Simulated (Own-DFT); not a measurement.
Simulation results for Ti$_{12}$O$_{23}$ (rutile with two vacancies, strained, atoms displaced), Si$_{24}$O$_{47}$ (quartz with one vacancy, atoms displaced)

A calculation, not a measurement: plane-wave PBE density functional theory by an unreviewed code, no spin, of a simulated periodic cell, stress positive in tension, free energy of the whole cell less one offset for each atom, defect cell not probed for a lower state with spin; oxygen file: force components 24 meV/angstrom off all-electron in one glass; forces on such cells passed a denser k mesh, this cell's mesh not checked; offsets are fitted by least squares, one for each functional and potential file, so energies compare only between cells with the same atoms and settings and are not formation energies; the far tail of each file's local potential was reset to the Coulomb form; each entry is a single point on an unrelaxed cell, so the pressure reflects the starting lattice, mostly measured values (interpolated for alloys), from which strain is counted, and rises with the displacements; printed positions are rounded, which can move forces by about a meV/angstrom; the program, named Own-DFT, is a retired in-house code; no spin-orbit coupling; before rounding, a Quantum ESPRESSO 7.3.1 run of the same cell and cutoff gave forces within 1 meV/angstrom rms on each cell, which checks the program and not the settings. Program: Own-DFT development build.

Settings shared by all entries: functional PBE; potential files PseudoDojo norm-conserving, scalar-relativistic, standard set; wave cutoff 72 hartree; occupations Fermi-Dirac; smearing width 0.1 eV.

(1) 
```xyz
70
Lattice="9.1593 0.1628 0.0304 0.1628 9.0949 -0.0609 0.0294 -0.0588 8.7829" Properties=species:S:1:pos:R:3:force_x:R:1:force_y:R:1:force_z:R:1 formula=Ti12O23 k_mesh=3_x_3_x_3_centred_on_Gamma free_energy_of_cell_above_offsets=-4.121 pressure=18.62 stress_xx=-16.42 stress_yy=-17.1 stress_zz=-22.33 stress_yz=-3.77 stress_xz=1.05 stress_xy=8.24
Ti     9.0002     0.2451     0.2216      3.314      -3.59     -6.084
Ti     2.1394     2.2769     1.4272      2.494     -2.128      4.292
O      1.4205     1.3887     8.7249      0.172     -0.095     -0.542
O      3.6531     1.0206     1.6316     -0.556      0.085     -1.126
O      0.9812     3.7007     1.5075     -0.024     -0.035     -1.015
Ti     9.2035     9.1513     2.9628       1.84      1.075      0.095
Ti     2.4010     2.4483     4.4866     -0.049     -2.294     -5.022
O      1.5028     1.4334     2.9870      -1.48     -0.732     -1.259
O      3.2070     3.2308     3.0492      0.446     -0.079     -0.981
O      3.6864     0.8916     4.3888     -1.711      1.735      2.609
O      1.0416     3.5688     4.3625     -2.933       2.84      1.192
Ti     0.2077     9.0438     5.8106      0.499      1.134      2.168
Ti     2.3140     2.4041     7.3263     -0.836     -1.617     -1.388
O      1.3719     1.3101     5.9027      1.098      0.116      1.039
O      3.3147     3.1144     5.8138      1.751      1.076      3.632
O      0.9685     3.5856     7.2383      1.011      0.143     -1.036
Ti     0.1877     4.3867     8.6900       0.04      1.382      3.601
Ti     2.5567     6.9042     1.3990     -0.729     -0.069      1.274
O      1.6369     5.8436     8.6395     -1.608      -1.18      1.411
O      3.1953     7.7128     8.6804      2.291      2.006      1.299
O      3.6600     5.4812     1.4649      1.269     -1.372     -1.342
O      0.9534     8.1635     1.5208      0.783     -0.048     -0.671
Ti     0.2278     4.6706     2.9606     -1.129     -1.139     -2.201
Ti     2.3337     6.8428     4.4759       2.61      1.298     -4.611
O      1.5049     5.8583     3.0484      0.666      1.438     -0.679
O      3.4709     7.4667     3.0349     -0.291       2.12     -1.485
O      3.7874     5.3839     4.2430     -0.745      1.326      3.046
O      1.0554     8.3107     4.3187      0.447     -1.278     -0.011
Ti     0.1706     4.6249     5.7731     -0.716     -1.844     -0.656
Ti     2.3663     6.8418     7.3276     -0.232       0.87      0.637
O      1.7155     6.0112     5.8158     -4.126     -4.497      1.595
O      3.2741     7.7835     5.7828      1.847      1.599      1.042
O      3.7598     5.4172     7.3560      1.045     -0.696     -0.403
O      0.9955     8.0811     7.4050      -0.74        0.7     -1.785
Ti     4.8501     9.0405     8.7108     -1.181      2.984      3.108
Ti     7.0138     2.3496     1.5646     -3.223      1.356      0.809
O      6.0026     1.3639     0.1208      0.391      1.172     -1.647
O      7.8327     3.3431     0.0237       0.61     -0.216     -0.286
O      8.2644     0.9793     1.4827     -1.304        2.2      3.945
O      5.6410     3.7198     1.4159     -1.489      0.522     -0.863
Ti     4.6399     9.1484     3.0397     -1.447      1.717      -7.91
Ti     6.9983     2.3804     4.4139     -2.306       1.49      0.221
O      6.0556     1.4769     2.9027     -0.824     -0.875      0.288
O      7.8323     3.1665     2.9513      1.415      2.062     -0.708
O      8.2175     1.1613     4.3597      3.127     -3.945      0.851
O      5.5256     3.7908     4.3227      1.374     -1.322      2.199
Ti     4.7155     9.1077     5.7192      -0.07      0.925      2.292
Ti     7.0042     2.4094     7.4121          0     -1.947     -1.592
O      6.1025     1.5494     5.8539      -1.94     -1.409      1.206
O      7.9591     3.2651     5.7813      0.037        1.3      1.679
O      8.2940     0.9547     7.3071     -0.651      0.643      0.609
O      5.5259     3.6669     7.2943      0.381     -0.422      0.367
Ti     4.7635     4.5484     8.7311     -0.255      0.276      2.874
Ti     6.9016     6.9366     1.4270      1.651       0.45      0.547
O      6.1509     5.9345     0.1247     -0.503     -0.037     -1.915
O      7.8706     7.9621     0.0229     -0.968      -1.59     -0.149
O      8.4950     5.6154     1.5079     -0.988      0.702     -0.807
O      5.4345     8.3583     1.3910       2.12     -2.881      1.059
Ti     4.8493     4.6944     2.9745      -2.48      -1.62     -1.732
Ti     7.0774     6.9200     4.3951     -2.189     -0.217     -1.547
O      6.1827     5.8988     2.8999      0.693      2.166     -0.427
O      7.9115     7.8759     2.9265     -1.526     -0.519      0.111
O      8.3124     5.6429     4.3131      1.484     -1.647       1.28
O      5.4587     8.4150     4.3494      5.345     -4.602      2.222
Ti     4.7500     4.6233     5.9035     -1.177      0.439     -2.615
Ti     7.1190     6.6975     7.3203     -0.713      2.472      0.614
O      6.1227     5.9561     5.9125     -0.509      0.167     -0.361
O      7.8975     7.7254     5.6648      1.356      1.755        3.1
O      8.3365     5.3692     7.3385     -0.052      1.047     -0.184
O      5.6490     8.2314     7.4254      0.098     -0.846      -3.27
```

Units: free_energy_of_cell_above_offsets in eV; pressure, stress_xx, stress_yy, stress_zz, stress_yz, stress_xz, stress_xy in GPa; force_x, force_y, force_z in eV/Å.

(2) 
```xyz
70
Lattice="9.2799 0.1094 0.1492 0.1094 9.2420 0.0981 0.1442 0.0947 8.9281" Properties=species:S:1:pos:R:3:force_x:R:1:force_y:R:1:force_z:R:1 formula=Ti12O23 k_mesh=3_x_3_x_3_centred_on_Gamma free_energy_of_cell_above_offsets=-5.894 pressure=6.71 stress_xx=-5.27 stress_yy=-5.82 stress_zz=-9.03 stress_yz=2.13 stress_xz=7.07 stress_xy=4.54
Ti     0.1500     0.1521     8.9146     -0.646     -1.056      0.244
Ti     2.2983     2.4082     1.4464      1.973     -2.239       1.53
O      1.3784     1.5470     8.9217       3.14       1.11      0.237
O      3.3509     3.3058     0.0959     -0.879     -1.518     -0.717
O      3.8213     0.9919     1.5000     -0.024     -1.112     -0.525
O      1.1331     3.6026     1.5686     -3.346      3.795     -0.274
Ti     0.2539     9.2141     3.1106      -2.17      1.922      0.576
Ti     2.3716     2.3843     4.3457     -2.154     -0.947       5.03
O      1.5056     1.4503     3.0482      -0.81     -1.446     -1.034
O      3.2280     3.0691     3.1357      3.971      3.532     -4.017
O      3.8343     0.9385     4.5597     -0.326     -0.025      1.527
O      1.0569     3.7679     4.4464     -1.229      1.237      -0.52
Ti     0.2718     0.0725     6.0056     -1.928      1.795     -0.689
Ti     2.4976     2.3573     7.6174      0.561      2.106     -4.176
O      1.5697     1.4802     6.0809      0.372     -0.439      0.624
O      3.3477     3.3706     6.1417      0.659     -0.891      0.778
O      1.1571     3.8342     7.4772     -0.807      0.228      0.401
Ti     0.2626     4.7293     8.8865      0.326      -0.63       1.21
Ti     2.3495     6.8478     1.7727      4.074      3.609     -6.062
O      1.5767     6.1131     0.2078     -2.231     -1.505      -0.77
O      3.5112     7.8677     9.0531      0.555      1.578     -0.479
O      3.7124     5.5678     1.6684      0.767      -0.61      0.092
O      0.8712     8.3837     1.7243      2.754     -2.103     -2.609
Ti     9.2568     4.8620     3.2258      0.653     -2.879      0.939
Ti     2.3703     6.9578     4.6329      1.322      1.339       0.87
O      1.5915     6.2453     3.0649      -4.51     -4.062      5.341
O      3.3592     7.9517     3.1553     -0.489     -0.591      0.433
O      3.9641     5.5165     4.4985     -2.561      2.635       2.74
O      1.0065     8.4091     4.5861      1.721      -1.86      0.385
Ti     9.4034     4.8733     6.3432      2.484     -3.045     -5.162
Ti     2.5836     7.0664     7.6585       0.93     -0.051      1.077
O      1.6775     6.0021     6.0093     -0.846      0.262      0.368
O      3.3597     7.9152     6.2188      1.063      1.179     -1.716
O      3.9769     5.6961     7.5653      0.435     -0.361     -0.486
O      1.1004     8.5589     7.5253      2.329     -3.213      0.367
Ti     4.6418     0.0591     0.1225     -0.317     -0.817      3.382
Ti     6.9612     2.3612     1.5442     -0.149     -0.736      1.973
O      6.1681     1.3750     9.0187      1.374      1.542     -0.125
O      8.0389     3.4929     9.0364      0.165     -0.638      0.612
O      8.5548     1.0081     1.4844     -3.456      2.465      2.272
O      5.5317     3.8855     1.5969      1.506     -1.947     -0.045
Ti     4.7409     9.2612     3.2353      1.047      0.546     -1.903
Ti     7.1581     2.4845     4.5805       -0.3     -2.574       0.01
O      6.0513     1.4601     3.1513      0.851      0.838     -1.664
O      7.9204     3.2828     3.1626      1.125      1.974     -3.023
O      8.4473     1.0857     4.5207      0.333     -0.328      0.692
O      5.6771     3.7819     4.6188     -0.726      1.551     -0.225
Ti     4.6731     0.1219     6.0437      0.066      1.214     -2.266
Ti     7.1764     2.5113     7.5456     -0.352     -1.284     -1.339
O      6.1693     1.7522     5.9605     -1.904     -3.024      2.632
O      7.9414     3.3072     6.0769      2.462      1.977      0.762
O      8.5965     1.0570     7.5977     -1.882      1.153     -0.407
O      5.9235     3.8824     7.5592     -1.955      1.497      0.202
Ti     4.7758     4.7073     0.1405     -1.473     -0.652     -0.014
Ti     7.1807     6.9296     1.6097     -0.916      2.363       1.64
O      6.0772     6.0485     0.1908      1.091      1.491      -0.53
O      8.1909     7.9489     9.0977       -1.6     -0.694     -0.839
O      8.4692     5.5475     1.6018      0.589     -0.148      0.636
O      5.7452     8.3344     1.8266     -0.587      0.346     -1.384
Ti     4.7696     4.7577     3.2029      1.392     -1.675     -3.198
Ti     6.9948     7.0569     4.5989      2.151      2.258     -1.563
O      6.1147     6.1008     3.0152      0.555     -0.105      1.291
O      8.0249     7.9330     3.1331      -0.62     -0.889      0.196
O      8.4742     5.6484     4.5961      -0.05      0.402      0.788
O      5.6945     8.4574     4.7710     -0.108     -0.332      0.033
Ti     4.9636     4.8281     6.0428     -1.662     -2.295      1.238
Ti     7.0610     7.1405     7.7054      2.048      1.235     -1.983
O      6.2969     6.2128     5.9899     -1.514     -1.431      2.617
O      7.9931     8.0181     6.1601     -0.749     -0.509      0.721
O      8.5763     5.7426     7.5156      -1.57      1.478      3.277
```

Units: free_energy_of_cell_above_offsets in eV; pressure, stress_xx, stress_yy, stress_zz, stress_yz, stress_xz, stress_xy in GPa; force_x, force_y, force_z in eV/Å.

(3) 
```xyz
71
Lattice="9.8268 0.0000 0.0000 -4.9134 8.5103 0.0000 0.0000 0.0000 10.8104" Properties=species:S:1:pos:R:3:force_x:R:1:force_y:R:1:force_z:R:1 formula=Si24O47 k_mesh=3_x_3_x_2_centred_on_Gamma free_energy_of_cell_above_offsets=-23.007 pressure=8.5 stress_xx=-7.77 stress_yy=-9.03 stress_zz=-8.71 stress_yz=-0.68 stress_xz=-0.18 stress_xy=-0.44
Si    -2.6839     8.5065     0.0263      2.237      1.424     -0.783
Si     8.6587     2.0049     3.5893      3.443     -0.959      0.378
Si     1.2972     2.2317     1.7875      1.297       2.59      1.017
O      1.3149     1.1581     0.6471     -0.019     -1.261      -1.48
O      2.7847     2.5032     2.4662     -1.531        0.2     -1.608
O      3.1997     0.6180     4.2826      0.804      0.743     -0.929
O     -1.0946     3.1062     4.7231     -0.168      0.799      1.319
O      0.3463     1.7349     2.9378     -2.146      -0.47      1.907
O      0.7882     3.6618     1.1897     -0.145       -0.3     -0.537
Si    -2.6742     8.4873     5.4000      3.776     -0.646      0.205
Si     8.6498     2.0058     9.0204      -1.16     -1.342      0.053
Si     1.2803     2.2433     7.2052     -0.284     -1.005      0.471
O      1.4277     1.1015     6.0518     -2.402      2.518       1.93
O      2.7365     2.4790     7.8681     -1.696      0.944     -2.115
O      3.2398     0.6950     9.6747     -1.854     -3.166      1.783
O     -1.0856     3.0903    10.1728     -1.054     -0.219      0.442
O      0.2348     1.7725     8.3909      3.017     -0.173     -1.544
O      0.7991     3.5884     6.5041     -0.276      0.647      0.267
Si    -0.1714     4.2205    10.7680     -0.957      2.331      5.192
Si    -3.6191     6.3038     3.5994     -0.147     -1.796     -0.341
Si    -1.1565     6.4730     1.8013      0.533     -1.582     -2.186
O      0.2823     6.7538     2.4708      0.248      0.548     -0.322
O      0.7654     4.9042     4.2519     -0.564     -1.034      0.894
O     -3.5420     7.3798     4.7533      -1.48     -0.767      0.081
O     -2.1782     5.9934     2.9560       0.16     -0.054      0.151
O     -1.7137     7.8651     1.1303      0.626     -0.107      0.742
Si    -0.2158     4.2393     5.4231       1.59      0.833     -1.543
Si    -3.5945     6.2326     9.0358       -2.5      1.658      0.006
Si    -1.1309     6.5079     7.2509     -2.664     -0.323     -1.397
O     -1.1085     5.4199     6.0308     -0.261     -0.241      0.719
O      0.2841     6.7120     7.8690      2.207       0.28      1.102
O      0.7720     4.8773     9.7204       2.12      1.657     -2.757
O     -3.5408     7.3356    10.2487     -1.181     -1.143     -1.258
O     -2.1972     6.0074     8.4021      2.873     -0.288     -1.176
O     -1.6617     7.8436     6.5278     -0.191      0.419      0.351
Si     2.2934     8.4745    10.7994       1.93      2.431      1.048
Si     3.7662     2.0014     3.6002     -0.576     -1.584      0.585
Si     6.1985     2.2363     1.7778      1.232      0.751       1.93
O      6.2795     1.1366     0.6353      0.264     -0.752     -0.778
O      7.7096     2.5215     2.5117     -3.953      0.591     -3.751
O      8.1733     0.6519     4.2566     -0.477     -1.234      0.723
O      3.8687     3.1388     4.7101     -0.217      0.264      1.087
O      5.1941     1.7059     2.9486      1.191      -0.16      -0.41
O      5.7313     3.6558     1.1968     -0.529      0.463     -0.719
Si     7.2055     0.0191     5.3876      0.058      0.032      0.767
Si     3.7418     1.9551     8.9251     -1.003      2.586      4.018
Si     6.1570     2.2967     7.1667      2.341     -0.752      4.654
O      6.2555     1.1916     6.1013      0.718     -3.377       -2.9
O      7.7072     2.4814     7.8435     -2.753      0.644     -1.567
O      8.1488     0.5840     9.6142     -0.291     -0.199      0.575
O      3.8166     3.1383    10.1354      0.055      0.028     -0.166
O      5.1679     1.7876     8.4113      4.225     -0.096     -2.688
O      5.7371     3.6367     6.5216      0.198      1.443      0.523
Si     4.7572     4.2687     0.0062     -0.513     -1.316       0.78
Si     1.3325     6.2459     3.5876     -1.656     -0.651     -0.106
Si     3.7527     6.4921     1.8159      0.612      1.873       1.53
O      3.8673     5.4288     0.7120      0.209     -2.533     -2.616
O      5.1927     6.7996     2.4739     -0.194      0.497       -0.5
O      5.6969     4.8862     4.2038     -0.218     -0.287      0.688
O      1.4079     7.3743     4.6975     -0.067      1.478      1.459
O      2.7515     6.0175     2.9500      0.619     -0.747      0.312
O      3.2130     7.8430     1.1547     -0.228      1.036     -0.241
Si     4.7947     4.2379     5.4149     -1.168      2.668     -1.843
Si     1.3356     6.2620     9.0339     -0.288     -1.444     -0.622
Si     3.7155     6.5314     7.2506      4.764     -0.153     -3.057
O      3.8693     5.4203     6.0779       0.22     -1.147     -0.572
O      5.2242     6.7774     7.8450      0.208     -0.104      0.749
O      5.6925     4.8828     9.6802      0.318     -0.389     -0.374
O      1.4085     7.3850    10.1555     -1.753     -1.589     -0.776
O      2.8008     6.0145     8.3269     -4.244     -1.605      4.403
O      3.2269     7.8373     6.5521     -1.287      2.615     -1.176
```

Units: free_energy_of_cell_above_offsets in eV; pressure, stress_xx, stress_yy, stress_zz, stress_yz, stress_xz, stress_xy in GPa; force_x, force_y, force_z in eV/Å.
